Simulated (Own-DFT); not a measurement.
# One host, several defects: 2H SiC

Source: density functional calculations with Own-DFT, an unreviewed in-house program that is no longer used. Nothing was measured or relaxed, and spin and spin-orbit coupling are left out.

Method: PBE; PseudoDojo norm-conserving scalar-relativistic files; cutoff 42 hartree; 4 x 4 x 3 k mesh centred on Gamma; Fermi-Dirac smearing of 0.1 eV.

Keep in mind (not all hold for every row): a neutral cation vacancy leaves holes that likely carry spin, which these runs leave out; some atoms lie very close together; not probed for a lower state with spin; forces on such cells moved up to 12 meV/angstrom on a denser k mesh; forces on such cells passed a denser k mesh, each cell not checked; stress not checked against mesh or cutoff.

All runs share one cell, with vectors in Å (9.248, 0.000, 0.000); (-4.624, 8.009, 0.000); (0.000, 0.000, 10.068) and a volume of 745.7 Å³. Atoms were moved at random from their sites; u is the rms move along one axis. The defect's site can differ from row to row.

```
                                     cell    formula   u (Å)  P (GPa)
                                no defect    C36Si36  0.0309     3.84
                                no defect    C36Si36  0.0337     4.12
                                no defect    C36Si36  0.0588     6.70
                       one C on a Si site    C37Si35  0.0289     1.42
                       one C on a Si site    C37Si35  0.0298     1.75
                       one C on a Si site    C37Si35  0.0516     3.44
                   two N on a C site each  C34N2Si36  0.0283        ?
                   two N on a C site each  C34N2Si36  0.0289     2.75
                   two N on a C site each  C34N2Si36  0.0505     4.57
                   two N on a C site each  C34N2Si36  0.0560     5.03
one C on a Si site and one Si on a C site    C36Si36  0.0296     7.86
one C on a Si site and one Si on a C site    C36Si36  0.0498     8.96
one C on a Si site and one Si on a C site    C36Si36  0.0521     9.05
                           one Si vacancy    C36Si35  0.0496     4.52
                           one Si vacancy    C36Si35  0.0500     4.93
                           one Si vacancy    C36Si35  0.0504     4.87
```

## Fit

P = P0 + c u² + a shift for each defect gives P0 = 3.05 GPa, c = 993 ± 65 GPa/Å² and a scatter of 0.22 GPa. The shifts, and each times the cell's volume:

- one C on a Si site and one Si on a C site: 3.56 ± 0.18 GPa, 16.6 eV
- one Si vacancy: -0.76 ± 0.18 GPa, -3.5 eV
- two N on a C site each: -1.09 ± 0.18 GPa, -5.1 eV (-2.5 eV for each of its 2 sites)
- one C on a Si site: -2.30 ± 0.18 GPa, -10.7 eV

Positive is outwards. The product with the volume (160.2 GPa Å³ to the eV) is nearly free of the cell's size; divided by the bulk modulus at the cell's pressure it gives the volume that the defect adds. The atoms around the defects weren't relaxed, which would change these numbers.

## Test on the hidden row

The question: what pressure belongs in the blank (two N on a C site each, u = 0.0283 Å)?

The fitted form gives 2.75 ± 0.26 GPa. Computed: 2.84 GPa.
